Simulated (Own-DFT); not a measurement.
# Energy and forces against displacement in monoclinic HfO2, 96 atoms (Hf32O64)

Calculated results; nothing here was measured. The program, named Own-DFT, is a retired in-house plane-wave density functional code that no person has reviewed. Each row is one single-point run on a periodic cell that was not relaxed, without spin or spin-orbit coupling.

Settings of every run: PBE; PseudoDojo norm-conserving scalar-relativistic files; cutoff 72 hartree; 2 x 2 x 2 k mesh centred on Gamma; Fermi-Dirac smearing of 0.1 eV.

Known limits, some of them of some rows only: some atoms lie very close together; hafnium file: forces about 75 meV/angstrom off all-electron values; oxygen file: force components 24 meV/angstrom off all-electron in a glass; forces on such cells passed a denser k mesh, each cell not checked; stress not checked against mesh or cutoff.

Cell vectors in Å: (10.234, 0.000, 0.000); (0.000, 10.350, 0.000); (-1.696, 0.000, 10.445). In each run every atom was moved at random and independently from its ideal site; u is the rms move along one axis. E is the free energy for each atom above the fitted value at u = 0, and F the rms of the force components.

| run | u (Å) | E (meV/atom) | F (eV/Å) | largest force (eV/Å) | P (GPa) |
|---|---|---|---|---|---|
| 1 | 0.0196 | 11.5 | 0.468 | 1.70 | 4.12 |
| 2 | 0.0207 | 10.3 | 0.427 | 1.81 | 3.83 |
| 3 | 0.0212 | 12.8 | 0.491 | 1.98 | 3.92 |
| 4 | 0.0471 | 56.9 | 1.040 | 4.07 | 5.72 |
| 5 | 0.0523 | ? | ? | ? | ? |
| 6 | 0.0782 | 188.3 | 2.106 | 7.22 | 9.85 |
| 7 | 0.0789 | 155.7 | 1.758 | 6.93 | 8.71 |
| 8 | 0.1237 | 458.5 | 3.433 | 17.04 | 16.02 |
| 9 | 0.1603 | 613.9 | 4.044 | 20.08 | 23.06 |

## Worked fit

For small independent moves the energy grows as E = (3/2) K u², with K the mean stiffness felt by one atom. The runs with u up to 0.11 Å give K = 18.2 ± 1.1 eV/Å², with residuals divided by u² + 0.0006 Å², since the noise grows with the moves. The scatter is 6.8 meV/atom at u = 0.05 Å. The forces follow F = G u with G = 23.3 eV/Å²; no force at u = 0 is resolved. G exceeds K because the moves of its neighbours add to the force on an atom, and stiffness differs between atoms. At u = 0.160 Å the parabola gives 702 meV/atom and the run 614. The pressure follows P = 3.59 + 922 u² GPa: at fixed volume, shortened bonds push harder than stretched ones pull.

## Withheld run

Question: what energy and rms force should run 5 give?

The fit gives 75 ± 9 meV/atom and about 1.22 eV/Å. The calculation gave 66.7 meV/atom and 1.058 eV/Å.
